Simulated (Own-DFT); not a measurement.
## Calculated data, Hf16O31 (monoclinic hafnia with two neutral oxygen vacancies, strained, atoms displaced)

A calculation, not a measurement: plane-wave PBE and HSE06 DFT by an unreviewed code, no spin, of a simulated cell at Gamma alone, so results move with cell size and shape, stress positive in tension, energies less offsets, not probed for a lower state with spin; hafnium file: forces about 75 meV/angstrom off all-electron values; oxygen file: force components 24 meV/angstrom off all-electron in a glass; k mesh not checked against a denser one; forces and stress are PBE's, HSE06 gives the energy alone, and its difference from PBE has offsets of its own; offsets are fitted by least squares, one for each functional and potential file, so energies compare only between cells with the same atoms and settings and are not formation energies; the far tail of each file's local potential was reset to the Coulomb form; each entry is a single point on an unrelaxed cell, so the pressure reflects the starting lattice, mostly measured values, from which strain is counted, and rises with the displacements; printed positions are rounded, which can move forces by about a meV/angstrom; the program is a retired in-house code; no spin-orbit coupling. Program: Own-DFT development build.

Entry: Hf16O31 (monoclinic hafnia with two neutral oxygen vacancies, strained, atoms displaced)

```
Hf16O31
1.0
     10.2799    -0.1209     0.0054
     -0.1223    10.4199    -0.1268
     -1.6976    -0.1080    10.2556
Hf O Hf O Hf O Hf O Hf O Hf O Hf O Hf O
4 7 4 7 4 8 4 8 4 8 4 8 4 8 4 8
Direct
  0.13856 0.02445 0.10075
  0.35781 0.26674 0.14609
  0.35735 0.48887 0.38869
  0.13971 0.23352 0.35862
  0.04305 0.16967 0.16754
  0.46238 0.41565 0.07365
  0.46222 0.33791 0.32688
  0.22899 0.38114 0.24262
  0.26570 0.11866 0.00165
  0.27724 0.11969 0.25597
  0.22295 0.36050 0.49493
  0.13015 0.01996 0.60539
  0.36026 0.27251 0.65425
  0.36355 0.47842 0.90003
  0.14726 0.22742 0.85644
  0.46070 0.41682 0.57672
  0.46878 0.33604 0.81963
  0.03947 0.07826 0.93236
  0.22838 0.37479 0.74284
  0.26503 0.11024 0.51188
  0.27190 0.11332 0.75414
  0.22805 0.37659 0.99537
  0.13860 0.52116 0.10096
  0.36388 0.77153 0.14227
  0.36827 0.97556 0.39875
  0.13625 0.72928 0.35307
  0.04057 0.66652 0.17093
  0.46328 0.92070 0.07394
  0.46393 0.83169 0.32766
  0.03635 0.58510 0.42072
  0.22264 0.88199 0.24264
  0.27314 0.62543 0.00933
  0.27730 0.62055 0.25557
  0.22175 0.87533 0.47899
  0.14007 0.51782 0.60045
  0.37525 0.76815 0.65259
  0.36238 0.97801 0.89519
  0.13801 0.73232 0.85424
  0.03825 0.65982 0.67090
  0.45862 0.91208 0.57516
  0.46490 0.83220 0.83069
  0.03947 0.58199 0.91625
  0.21419 0.87714 0.74503
  0.27678 0.62095 0.51057
  0.28909 0.62629 0.76453
  0.23059 0.86316 0.98471
  0.63270 0.02462 0.10664
  0.86402 0.27514 0.14516
  0.85828 0.47953 0.39799
  0.64016 0.22812 0.35086
  0.53814 0.15726 0.17443
  0.96617 0.41519 0.07213
  0.96662 0.33711 0.32915
  0.53222 0.09211 0.42024
  0.72376 0.37921 0.23988
  0.77821 0.13454 0.00856
  0.77628 0.11999 0.26323
  0.72461 0.36908 0.49608
  0.62807 0.01415 0.60509
  0.86580 0.26903 0.65307
  0.86784 0.47668 0.90238
  0.63193 0.22733 0.84913
  0.53367 0.17338 0.67402
  0.96649 0.41775 0.56971
  0.96126 0.33317 0.82066
  0.53724 0.08954 0.92246
  0.72498 0.37482 0.74515
  0.77101 0.12397 0.50289
  0.76653 0.12578 0.76372
  0.73058 0.37623 0.99262
  0.63225 0.52607 0.09511
  0.86557 0.76789 0.14574
  0.86916 0.98010 0.39992
  0.63314 0.72744 0.35453
  0.54239 0.66773 0.18163
  0.96503 0.91934 0.07739
  0.96815 0.83810 0.32477
  0.53230 0.59086 0.43028
  0.72809 0.88026 0.23365
  0.77434 0.63190 0.00463
  0.77980 0.62057 0.26921
  0.72912 0.86571 0.48559
  0.64418 0.51894 0.59622
  0.86168 0.76057 0.64423
  0.85993 0.96711 0.88846
  0.63538 0.72815 0.85543
  0.53637 0.66492 0.67125
  0.96774 0.91319 0.57815
  0.96173 0.83151 0.83082
  0.53520 0.59205 0.92373
  0.72325 0.87733 0.74356
  0.78352 0.63436 0.51253
  0.76778 0.61840 0.75346
  0.72599 0.86628 0.99101
```

| Property | Result |
| --- | --- |
| first functional | PBE |
| second functional | HSE06 |
| exact exchange share | 0.25 |
| screening | 0.11 1/bohr |
| exchange divergence | Gygi-Baldereschi |
| potential files | PseudoDojo norm-conserving, scalar-relativistic, made for PBE, standard set |
| wave cutoff | 48 hartree |
| occupations | fixed |
| k mesh | 1 x 1 x 1 centred on Gamma |
| PBE pressure | — |

Question: What PBE pressure does the calculation give for Hf16O31 (monoclinic hafnia with two neutral oxygen vacancies, strained, atoms displaced)?
Answer: 7.37 GPa

Further results for Hf16O31 (monoclinic hafnia with two neutral oxygen vacancies, strained, atoms displaced):

| Quantity | Value |
| --- | --- |
| PBE energy of cell above offsets | -86.739 eV |
| HSE06 less PBE above offsets | 0.339 eV |
| PBE stress xx | -5.67 GPa |
| PBE stress yy | -4.33 GPa |
| PBE stress zz | -12.11 GPa |
| PBE stress yz | -2.54 GPa |
| PBE stress xz | -0.34 GPa |
| PBE stress xy | -3.58 GPa |

Force:
```tsv
element	x (eV/Å)	y (eV/Å)	z (eV/Å)
Hf	-1.041	-1.758	2.034
Hf	0.545	0.207	1.407
Hf	0.667	-1.941	1.821
Hf	-0.859	-2.087	-0.407
O	-0.925	1.123	0.836
O	0.81	-0.087	0.381
O	0.661	-0.424	-0.624
O	-0.663	-0.121	-0.675
O	2.442	1.729	0.397
O	0.447	0.76	0.482
O	0.274	1.224	-0.031
Hf	1.508	0.002	0.008
Hf	0.616	-0.573	-3.135
Hf	-0.43	0.703	-1.519
Hf	-2.187	-0.825	-0.513
O	0.491	0.37	-0.052
O	-0.832	1.215	1.883
O	-0.821	1.123	-3.118
O	-0.697	0.647	0.657
O	0.516	1.98	-0.765
O	-0.196	1.004	1.164
O	-0.348	-1.321	-0.577
Hf	0.25	0.112	0.632
Hf	-0.788	0.405	0.578
Hf	-2.71	1.188	-1.906
Hf	0.334	0.93	0.283
O	-0.651	0.012	-0.631
O	-0.352	-0.798	0.566
O	0.402	-0.171	-0.107
O	-0.283	-0.423	0.063
O	1.14	-0.743	-1.237
O	0.802	0.357	0.156
O	0.053	0.673	0.019
O	-0.343	-1.152	1.502
Hf	0.003	0.236	0.49
Hf	-2.724	-1.643	-0.751
Hf	-0.637	0.155	-0.686
Hf	0.389	-0.866	-0.914
O	-0.546	0.664	-0.039
O	1.454	0.916	0.495
O	0.348	0.384	0.1
O	-0.593	-0.497	0.538
O	1.162	0.146	-0.838
O	0.162	0.877	-0.158
O	-0.973	-0.732	0.025
O	-0.026	0.682	1.454
Hf	3.712	-1.297	-0.65
Hf	-0.41	-1.472	0.046
Hf	0.918	-0.328	-0.804
Hf	0.175	0.417	0.865
O	-2.328	2.272	0.02
O	0.902	0.162	0.736
O	0.359	-0.372	-0.226
O	-0.608	-1.264	1.038
O	-0.097	0.087	-0.105
O	-0.406	-0.375	0.511
O	0.391	0.452	-0.315
O	0.053	0.378	-0.576
Hf	2.373	2.093	-0.223
Hf	-0.492	-0.595	-1.758
Hf	-1.34	0.398	-2.209
Hf	2.29	1.3	1.594
O	-0.203	-1.895	-1.57
O	-0.335	-0.871	1.241
O	2.03	-0.547	1.426
O	-1.655	-1.467	0.193
O	0.377	0.855	-0.708
O	-0.064	0.073	1.417
O	0.995	-1.458	-1.141
O	-0.999	-0.032	0.185
Hf	1.658	-1.275	1.854
Hf	-0.246	1.664	0.142
Hf	-1.033	0.59	-0.886
Hf	1.804	1.043	0.533
O	-1.319	-0.271	-2.289
O	-0.456	-1.007	0.015
O	0.343	-0.412	0.398
O	0.256	-0.211	-0.645
O	-0.328	-0.31	0.439
O	0.255	-0.589	0.419
O	-0.284	0.341	-1.25
O	-0.665	0.723	1.086
Hf	-1.649	-1.38	1.887
Hf	0.892	1.803	0.975
Hf	-0.314	3.176	2.498
Hf	1.73	0.538	-0.482
O	-0.129	0.386	-0.12
O	-0.959	-0.497	0.076
O	1.127	-1.517	-0.538
O	-1.42	-1.275	0.425
O	-0.394	-0.084	-1.577
O	-0.853	-2.093	-1.375
O	0.657	0.151	0.633
O	-0.157	0.329	-0.491
```
